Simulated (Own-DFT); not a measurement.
# A layer strained by its substrate: wurtzite GaN, 72 atoms (Ga36N36)

No measurement is shown. These are fixed-geometry runs of a retired plane-wave code named Own-DFT, which no person has reviewed; spin and spin-orbit coupling are neglected.

Settings: PBE; PseudoDojo norm-conserving scalar-relativistic files; cutoff 42 hartree; 4 x 4 x 3 k mesh centred on Gamma; Fermi-Dirac smearing of 0.1 eV.

Limits: forces not confirmed at this smearing and k mesh; stress not checked against mesh or cutoff.

Unstrained cell vectors in Å: (9.567, 0.000, 0.000); (-4.784, 8.285, 0.000); (0.000, 0.000, 10.370). The unstrained cell has measured lattice constants (interpolated for alloys), not those of this functional. That, the random moves and any unrelaxed bonds set the pressure at no strain. Each run strains x and y alike by e, as a substrate would, and holds the height along z. Each coordinate of each atom was shifted by a normal deviate of width 0.05 Å. Stress is positive in tension.

| e (%) | u (Å) | (s_xx + s_yy)/2 (GPa) | s_zz (GPa) |
|---|---|---|---|
| -3.00 | 0.042 | -24.84 | -13.35 |
| -2.25 | 0.054 | -21.86 | -12.11 |
| -1.75 | 0.056 | -17.96 | -11.71 |
| -1.00 | 0.050 | -13.39 | -10.28 |
| -0.25 | 0.053 | -8.73 | -8.99 |
| 0.25 | 0.047 | -5.30 | -7.37 |
| 1.00 | 0.047 | -2.03 | -7.19 |
| 1.50 | 0.052 | ? | ? |
| 2.75 | 0.047 | 5.84 | -4.89 |
| 3.00 | 0.045 | 6.49 | -3.42 |

## What the rows give

With e as a fraction, the in-plane stress is -7.4 + 543 e - 2328 e² GPa (errors 12 and 664, scatter 0.70), and s_zz is -8.6 + 159 e GPa (slope ± 8, scatter 0.45). At e = 0 the first slope is C11 + C12 and the second 2 C13, both with the ions held to the strained lattice and at the cell's own pressure. The term in e² is negative: the layer stiffens under compression and softens under tension. A free layer would change its height as e changes, and the in-plane slope would drop by 2 C13²/C33 to the biaxial modulus. At fixed height, a misfit of 1 % moves the in-plane stress by about 5.4 GPa and s_zz by 1.6 GPa.

## Check

Q: what are the two stresses at e = 1.50 %?

Estimate: 0.2 and -6.2 GPa. Computed: -0.42 and -5.53 GPa.
